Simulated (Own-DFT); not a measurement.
## Calculated data, GaP (zincblende, atoms displaced)

All values are calculated (Own-DFT development build). A calculation, not a measurement: plane-wave PBE density functional theory by an unreviewed code, no spin, of a simulated periodic cell, stress positive in tension, free energy of the whole cell less one offset for each atom, forces on such cells passed a denser k mesh, this cell's mesh not checked; offsets are fitted by least squares, one for each functional and potential file, so energies compare only between cells with the same atoms and settings and are not formation energies; the far tail of each file's local potential was reset to the Coulomb form; each entry is a single point on an unrelaxed cell, so the pressure reflects the starting lattice, mostly measured values (interpolated for alloys), from which strain is counted, and rises with the displacements; printed positions are rounded, which can move forces by about a meV/angstrom; the program, named Own-DFT, is a retired in-house code; no spin-orbit coupling.

Settings shared by all entries: functional PBE; potential files PseudoDojo norm-conserving, scalar-relativistic, standard set; wave cutoff 42 hartree; occupations Fermi-Dirac; smearing width 0.1 eV; k mesh 2 x 3 x 3 centred on Gamma.

(1) 
```cif
# cell vector a (Å): 16.3515 0.0000 0.0000
# cell vector b (Å): 0.0000 10.9010 0.0000
# cell vector c (Å): 0.0000 0.0000 10.9010
data_GaP
_symmetry_space_group_name_H-M 'P 1'
_symmetry_Int_Tables_number 1
_cell_length_a 16.3515
_cell_length_b 10.9010
_cell_length_c 10.9010
_cell_angle_alpha 90.000
_cell_angle_beta 90.000
_cell_angle_gamma 90.000
_cell_volume 1943.08
loop_
_atom_site_label
_atom_site_type_symbol
_atom_site_fract_x
_atom_site_fract_y
_atom_site_fract_z
_atom_site_occupancy
Ga1 Ga 0.00059 0.99213 0.99899 1
Ga2 Ga 0.00259 0.24383 0.24990 1
Ga3 Ga 0.16581 0.00039 0.24916 1
Ga4 Ga 0.16675 0.24497 0.99958 1
P1 P 0.08370 0.11964 0.12517 1
P2 P 0.08430 0.37801 0.37191 1
P3 P 0.24580 0.12592 0.37004 1
P4 P 0.24738 0.38244 0.11813 1
Ga5 Ga 0.99722 0.00760 0.50816 1
Ga6 Ga 0.99647 0.24988 0.75368 1
Ga7 Ga 0.16387 0.99112 0.74827 1
Ga8 Ga 0.16868 0.25426 0.51068 1
P5 P 0.08065 0.12742 0.63280 1
P6 P 0.08736 0.36229 0.87932 1
P7 P 0.24521 0.11635 0.87689 1
P8 P 0.24891 0.37835 0.63010 1
Ga9 Ga 0.99896 0.49720 0.00284 1
Ga10 Ga 0.00117 0.74743 0.24477 1
Ga11 Ga 0.17016 0.49507 0.25322 1
Ga12 Ga 0.17052 0.74933 0.99353 1
P9 P 0.07679 0.62273 0.12595 1
P10 P 0.08211 0.87597 0.36843 1
P11 P 0.25256 0.62392 0.37397 1
P12 P 0.24466 0.87562 0.11594 1
Ga13 Ga 0.00247 0.48829 0.49610 1
Ga14 Ga 0.00272 0.75319 0.75675 1
Ga15 Ga 0.16581 0.49292 0.75217 1
Ga16 Ga 0.16479 0.75208 0.49673 1
P13 P 0.08656 0.62948 0.61680 1
P14 P 0.08254 0.88359 0.87245 1
P15 P 0.24498 0.62058 0.87999 1
P16 P 0.24339 0.87792 0.62645 1
Ga17 Ga 0.33868 0.00401 0.99223 1
Ga18 Ga 0.33324 0.25040 0.25064 1
Ga19 Ga 0.49983 0.99829 0.25451 1
Ga20 Ga 0.49697 0.24705 0.00505 1
P17 P 0.41972 0.12012 0.12130 1
P18 P 0.41473 0.37156 0.37686 1
P19 P 0.58625 0.13363 0.37367 1
P20 P 0.58387 0.37731 0.11658 1
Ga21 Ga 0.33608 0.99946 0.50258 1
Ga22 Ga 0.33338 0.24733 0.75253 1
Ga23 Ga 0.49440 0.00011 0.74952 1
Ga24 Ga 0.49738 0.24609 0.49643 1
P21 P 0.41412 0.12338 0.61605 1
P22 P 0.42016 0.37408 0.87347 1
P23 P 0.58069 0.12368 0.87718 1
P24 P 0.58524 0.37934 0.62541 1
Ga25 Ga 0.33885 0.50598 0.99497 1
Ga26 Ga 0.33051 0.75168 0.24774 1
Ga27 Ga 0.50104 0.50054 0.24638 1
Ga28 Ga 0.49181 0.75391 0.00027 1
P25 P 0.41792 0.62860 0.12601 1
P26 P 0.41503 0.86975 0.37645 1
P27 P 0.58552 0.62591 0.37563 1
P28 P 0.58625 0.86092 0.12054 1
Ga29 Ga 0.33728 0.49833 0.50438 1
Ga30 Ga 0.32799 0.75104 0.75244 1
Ga31 Ga 0.50250 0.49777 0.75301 1
Ga32 Ga 0.49773 0.75319 0.50252 1
P29 P 0.41865 0.62314 0.62483 1
P30 P 0.41249 0.86734 0.86884 1
P31 P 0.58315 0.62059 0.87490 1
P32 P 0.58403 0.86889 0.63699 1
Ga33 Ga 0.67205 0.99525 0.00200 1
Ga34 Ga 0.66548 0.25278 0.24570 1
Ga35 Ga 0.83259 0.99872 0.24733 1
Ga36 Ga 0.83716 0.24685 0.99663 1
P33 P 0.75158 0.12364 0.12198 1
P34 P 0.75347 0.37168 0.38116 1
P35 P 0.91603 0.13002 0.36915 1
P36 P 0.91888 0.36705 0.12155 1
Ga37 Ga 0.66247 0.00782 0.50416 1
Ga38 Ga 0.66925 0.25355 0.75520 1
Ga39 Ga 0.83305 0.99954 0.74759 1
Ga40 Ga 0.83074 0.24402 0.50477 1
P37 P 0.75170 0.12386 0.62306 1
P38 P 0.75264 0.38077 0.87016 1
P39 P 0.91659 0.13117 0.87690 1
P40 P 0.91006 0.38430 0.61937 1
Ga41 Ga 0.67164 0.49736 0.00972 1
Ga42 Ga 0.66683 0.75594 0.25491 1
Ga43 Ga 0.83094 0.49861 0.24623 1
Ga44 Ga 0.83400 0.74534 0.00580 1
P41 P 0.74397 0.62160 0.12864 1
P42 P 0.75377 0.87175 0.37120 1
P43 P 0.91302 0.63197 0.38157 1
P44 P 0.91159 0.87295 0.12818 1
Ga45 Ga 0.66731 0.49406 0.49772 1
Ga46 Ga 0.67020 0.74824 0.74729 1
Ga47 Ga 0.83202 0.49494 0.75163 1
Ga48 Ga 0.83949 0.75448 0.49521 1
P45 P 0.74876 0.62838 0.62636 1
P46 P 0.75515 0.87434 0.87658 1
P47 P 0.91474 0.61825 0.87791 1
P48 P 0.91847 0.88204 0.62781 1
_calc_free_energy_of_cell_above_offsets '-50.002'  # eV
_calc_pressure 3.2  # GPa
_calc_stress_xx -3.19  # GPa
_calc_stress_yy -3.18  # GPa
_calc_stress_zz -3.24  # GPa
_calc_stress_yz -0.46  # GPa
_calc_stress_xz 0.39  # GPa
_calc_stress_xy -0.36  # GPa
```

Force:
```csv
element,x (eV/Å),y (eV/Å),z (eV/Å)
Ga,-0.89,0.848,0.57
Ga,0.145,0.57,-0.24
Ga,0.013,-0.403,-0.156
Ga,0.408,-0.275,0.76
P,-0.207,0.176,-0.315
P,0.327,-1.291,0.164
P,0.702,0.042,0.954
P,0.988,-0.875,0.056
Ga,0.437,-0.088,-1.23
Ga,-0.043,0.869,-0.514
Ga,-0.064,1.478,-0.038
Ga,-0.63,-0.486,-0.841
P,0.513,0.109,-0.457
P,-1.186,1.377,-0.599
P,0.796,0.512,-0.582
P,1.048,-0.275,-0.191
Ga,0.283,-0.47,-0.502
Ga,-0.882,0.35,0.866
Ga,-0.465,1,-0.435
Ga,-1.763,0.068,0.65
P,1.73,-0.122,-0.405
P,-0.304,0.231,0.809
P,-0.125,-0.008,0.452
P,1.364,0.518,0.746
Ga,-0.619,1.728,0.278
Ga,-0.471,-0.689,-0.682
Ga,-0.713,0.73,0.054
Ga,0.426,0.179,-0.733
P,-0.889,-1.07,1.249
P,0.221,-1.58,0.66
P,0.972,-0.195,-1.079
P,1.28,-0.582,-0.758
Ga,-0.842,-0.729,0.318
Ga,-0.477,-0.033,-0.707
Ga,0.731,-0.362,-0.344
Ga,0.746,0.332,-0.705
P,-0.666,0.159,1.029
P,0.468,0.436,-0.539
P,-0.692,-0.912,-0.121
P,-0.452,-0.605,0.919
Ga,-1.437,-0.411,-0.895
Ga,-0.386,-0.109,0.031
Ga,0.584,-0.049,-0.03
Ga,0.734,0.737,0.418
P,0.448,0.437,1.315
P,-0.588,-0.296,0.176
P,0.425,-0.134,-0.049
P,-0.512,-1.114,-0.105
Ga,-0.404,-0.372,0.339
Ga,-0.29,0.039,-0.38
Ga,0.16,-0.018,0.492
Ga,1.339,-0.706,-0.537
P,-0.516,-0.297,0.22
P,-0.05,0.599,-0.197
P,-0.494,-0.083,0.161
P,-0.649,1.633,0.185
Ga,-0.586,0.187,-0.239
Ga,-0.481,-0.937,-0.767
Ga,0.087,0.301,-0.432
Ga,0.831,-0.504,0.08
P,-0.411,0.288,0.7
P,0.316,1.04,0.342
P,0.306,0.673,0.706
P,-0.563,1.175,-1.256
Ga,-0.841,0.002,-0.306
Ga,0.726,0.343,-0.066
Ga,-0.037,0.472,0.339
Ga,-1.003,0.642,0.275
P,-0.201,0.487,0.233
P,-0.55,-0.011,-1.004
P,-0.216,-0.681,0.88
P,-0.304,0.544,0.754
Ga,0.306,-1.159,-0.198
Ga,-0.541,-0.403,-0.452
Ga,0.214,0.383,0.549
Ga,0.827,0.463,-0.649
P,-0.755,-0.086,0.933
P,-0.452,-1.068,1.539
P,0.19,-1.674,-0.418
P,1.081,-1.394,0.412
Ga,-0.687,0.138,-1.818
Ga,-0.022,-0.901,-0.017
Ga,0.621,-0.044,0.495
Ga,-0.373,-0.313,-0.278
P,1.102,0.858,0.428
P,-0.668,1.073,0.843
P,1.509,-1.757,-1.575
P,1.093,-0.042,-0.476
Ga,0.216,0.844,0.162
Ga,-0.153,-0.196,1.256
Ga,0.104,1.581,-0.69
Ga,-1.171,0.446,1.534
P,0.885,-0.509,-0.83
P,-0.366,-0.381,-0.241
P,0.47,0.528,-0.295
P,-0.082,-0.925,0.043
```

(2) 
```cif
# cell vector a (Å): 16.3515 0.0000 0.0000
# cell vector b (Å): 0.0000 10.9010 0.0000
# cell vector c (Å): 0.0000 0.0000 10.9010
data_GaP
_symmetry_space_group_name_H-M 'P 1'
_symmetry_Int_Tables_number 1
_cell_length_a 16.3515
_cell_length_b 10.9010
_cell_length_c 10.9010
_cell_angle_alpha 90.000
_cell_angle_beta 90.000
_cell_angle_gamma 90.000
_cell_volume 1943.08
loop_
_atom_site_label
_atom_site_type_symbol
_atom_site_fract_x
_atom_site_fract_y
_atom_site_fract_z
_atom_site_occupancy
Ga1 Ga 0.99648 0.99508 0.00924 1
Ga2 Ga 0.00373 0.24372 0.24773 1
Ga3 Ga 0.16553 0.99715 0.25179 1
Ga4 Ga 0.16520 0.24597 0.00153 1
P1 P 0.08524 0.11256 0.11693 1
P2 P 0.08437 0.36888 0.38093 1
P3 P 0.25130 0.12247 0.36758 1
P4 P 0.24873 0.36674 0.12380 1
Ga5 Ga 0.00340 0.00183 0.49337 1
Ga6 Ga 0.00344 0.24715 0.74807 1
Ga7 Ga 0.16905 0.00450 0.75508 1
Ga8 Ga 0.16522 0.25552 0.49952 1
P5 P 0.08336 0.11982 0.62482 1
P6 P 0.08375 0.37719 0.87106 1
P7 P 0.24986 0.12578 0.87076 1
P8 P 0.25069 0.37758 0.62744 1
Ga9 Ga 0.00259 0.49806 0.99504 1
Ga10 Ga 0.99782 0.75193 0.25249 1
Ga11 Ga 0.17149 0.49730 0.25103 1
Ga12 Ga 0.17060 0.75194 0.00088 1
P9 P 0.08050 0.63457 0.12175 1
P10 P 0.08307 0.87219 0.38010 1
P11 P 0.24710 0.62812 0.37544 1
P12 P 0.24802 0.87824 0.12862 1
Ga13 Ga 0.99651 0.49814 0.50544 1
Ga14 Ga 0.99772 0.75096 0.74489 1
Ga15 Ga 0.16241 0.49543 0.75283 1
Ga16 Ga 0.16501 0.74915 0.49823 1
P13 P 0.08289 0.62027 0.62025 1
P14 P 0.08238 0.87675 0.87517 1
P15 P 0.25201 0.63142 0.87952 1
P16 P 0.24652 0.88115 0.62436 1
Ga17 Ga 0.33084 0.00194 0.00175 1
Ga18 Ga 0.33283 0.24841 0.24834 1
Ga19 Ga 0.50159 0.00001 0.24465 1
Ga20 Ga 0.50058 0.24651 0.00502 1
P17 P 0.41718 0.12077 0.12035 1
P18 P 0.41515 0.37909 0.38048 1
P19 P 0.57800 0.12313 0.37271 1
P20 P 0.58686 0.37193 0.13265 1
Ga21 Ga 0.33526 0.00222 0.49719 1
Ga22 Ga 0.33251 0.24084 0.75304 1
Ga23 Ga 0.49603 0.00084 0.74767 1
Ga24 Ga 0.49923 0.23978 0.49944 1
P21 P 0.41681 0.12899 0.62446 1
P22 P 0.41604 0.37830 0.87510 1
P23 P 0.58999 0.11992 0.86673 1
P24 P 0.58653 0.37700 0.61702 1
Ga25 Ga 0.32889 0.49795 0.00415 1
Ga26 Ga 0.32937 0.74771 0.24256 1
Ga27 Ga 0.50044 0.50277 0.24291 1
Ga28 Ga 0.50334 0.74425 0.99672 1
P25 P 0.42041 0.62764 0.13226 1
P26 P 0.41490 0.87320 0.37058 1
P27 P 0.58760 0.62195 0.37728 1
P28 P 0.58619 0.88518 0.12397 1
Ga29 Ga 0.32684 0.49708 0.50060 1
Ga30 Ga 0.33396 0.75735 0.75347 1
Ga31 Ga 0.49318 0.49787 0.75278 1
Ga32 Ga 0.49798 0.75299 0.50033 1
P29 P 0.42116 0.63288 0.62732 1
P30 P 0.41382 0.86986 0.87379 1
P31 P 0.58624 0.62424 0.87079 1
P32 P 0.58408 0.87729 0.62691 1
Ga33 Ga 0.67060 0.00400 0.00399 1
Ga34 Ga 0.66368 0.24536 0.25068 1
Ga35 Ga 0.83164 0.99539 0.24766 1
Ga36 Ga 0.82999 0.25096 0.00003 1
P33 P 0.75047 0.11917 0.12240 1
P34 P 0.75147 0.37209 0.37206 1
P35 P 0.91321 0.12724 0.38584 1
P36 P 0.92020 0.37308 0.12544 1
Ga37 Ga 0.66613 0.00239 0.50272 1
Ga38 Ga 0.66697 0.25489 0.75224 1
Ga39 Ga 0.83384 0.99893 0.75265 1
Ga40 Ga 0.83260 0.24968 0.49335 1
P37 P 0.75488 0.13048 0.63170 1
P38 P 0.75205 0.37738 0.86768 1
P39 P 0.91422 0.11322 0.87742 1
P40 P 0.91974 0.37141 0.61759 1
Ga41 Ga 0.67252 0.49795 0.00173 1
Ga42 Ga 0.66677 0.74029 0.25280 1
Ga43 Ga 0.83247 0.50061 0.24933 1
Ga44 Ga 0.83783 0.75149 0.99839 1
P41 P 0.75599 0.62191 0.12192 1
P42 P 0.74945 0.87927 0.37587 1
P43 P 0.91771 0.62569 0.37123 1
P44 P 0.91586 0.87439 0.12893 1
Ga45 Ga 0.66673 0.49931 0.49720 1
Ga46 Ga 0.66911 0.75247 0.74680 1
Ga47 Ga 0.83150 0.49822 0.74494 1
Ga48 Ga 0.83365 0.75682 0.51294 1
P45 P 0.75079 0.62670 0.62317 1
P46 P 0.75345 0.88151 0.87934 1
P47 P 0.91619 0.62310 0.87193 1
P48 P 0.91679 0.87445 0.62434 1
_calc_free_energy_of_cell_above_offsets '-50.612'  # eV
_calc_pressure 3.15  # GPa
_calc_stress_xx -3.17  # GPa
_calc_stress_yy -3.15  # GPa
_calc_stress_zz -3.11  # GPa
_calc_stress_yz 0.49  # GPa
_calc_stress_xz 0.22  # GPa
_calc_stress_xy -0.28  # GPa
```

Force:
```csv
element,x (eV/Å),y (eV/Å),z (eV/Å)
Ga,0.132,-0.213,-1.259
Ga,-0.235,-0.121,0.33
Ga,-0.145,-0.024,0.293
Ga,-0.124,0.179,-0.657
P,-0.11,0.884,1.005
P,-0.611,1.109,-1.199
P,-0.422,0.386,0.892
P,0.013,0.51,0.112
Ga,-0.741,-0.118,0.784
Ga,-0.795,-0.362,0.212
Ga,-0.95,-0.674,-0.503
Ga,0.848,-1.165,0.533
P,0.551,0.497,-0.066
P,-0.209,-1.147,0.818
P,-0.051,-0.021,1.23
P,-0.373,-0.769,0.543
Ga,-0.43,0.5,0.505
Ga,0.357,-0.063,-0.03
Ga,-1.269,0.126,-0.165
Ga,-0.85,0.342,-0.109
P,0.683,-1.067,0.291
P,-0.077,0.207,-0.937
P,0.565,-0.224,-0.216
P,0.268,-0.138,-0.5
Ga,0.563,0.382,-1.282
Ga,0.612,-0.322,0.395
Ga,1.124,1.182,-0.481
Ga,0.17,0.045,0.725
P,0.065,0.467,0.621
P,0.066,-0.23,0.069
P,-0.287,-0.881,-0.659
P,0.572,-0.51,-0.091
Ga,0.164,-0.496,-0.434
Ga,0.744,0.111,0.21
Ga,-0.645,-0.327,0.367
Ga,0.667,0.266,-0.939
P,-0.252,0.436,0.512
P,0.242,-0.488,-0.732
P,0.842,-0.247,0.213
P,-0.475,0.454,-1.211
Ga,-0.288,-0.225,0.008
Ga,0.442,1.467,-0.447
Ga,0.44,-0.295,0.375
Ga,0.202,1.599,-0.112
P,-0.384,-0.701,0.163
P,-0.496,-1.079,0.738
P,-1.13,0.396,0.884
P,-1.055,-0.536,0.93
Ga,0.708,0.382,-0.08
Ga,0.356,0.208,0.805
Ga,0.436,-0.633,1.475
Ga,0.074,0.739,0.245
P,-0.868,-0.075,-1.351
P,0.181,0.096,-0.097
P,-1.334,0.237,-0.216
P,-0.019,-1.755,-0.113
Ga,1.009,1.035,0.118
Ga,-0.666,-0.682,-1.152
Ga,1.41,0.397,-0.776
Ga,0.794,0.121,-0.431
P,-1.447,-0.77,-0.109
P,0.843,1.162,1.011
P,0.037,-0.523,0.277
P,-0.314,-0.053,-0.278
Ga,-0.558,-0.437,-0.965
Ga,0.783,-0.363,0.352
Ga,0.274,0.617,0.713
Ga,0.714,-0.139,-0.199
P,0.211,1.311,0.916
P,-0.494,0.188,-0.11
P,0.994,-1,-2.144
P,-0.273,-0.034,-0.184
Ga,0.255,0.411,0.069
Ga,-0.038,-0.052,-0.756
Ga,0.042,-0.181,-0.612
Ga,-0.387,0.518,1.175
P,-0.662,-0.22,-0.679
P,-0.201,-0.272,0.934
P,0.774,1.563,0.281
P,-1,-0.327,1.159
Ga,-0.605,0.033,-0.296
Ga,0.502,1.056,-0.554
Ga,0.729,-0.406,0.1
Ga,-0.274,-0.132,-0.176
P,-0.604,0.669,0.092
P,-0.156,-0.788,0.228
P,-0.59,-0.061,1.014
P,-0.057,-0.305,0.173
Ga,0.807,-0.065,0.035
Ga,0.084,0.203,0.573
Ga,0.864,0.201,-0.327
Ga,-0.214,-0.575,-1.746
P,-0.312,-0.347,0.001
P,-0.506,-1.032,-0.225
P,0.167,-0.088,-0.129
P,0.6,1.071,0.227
```
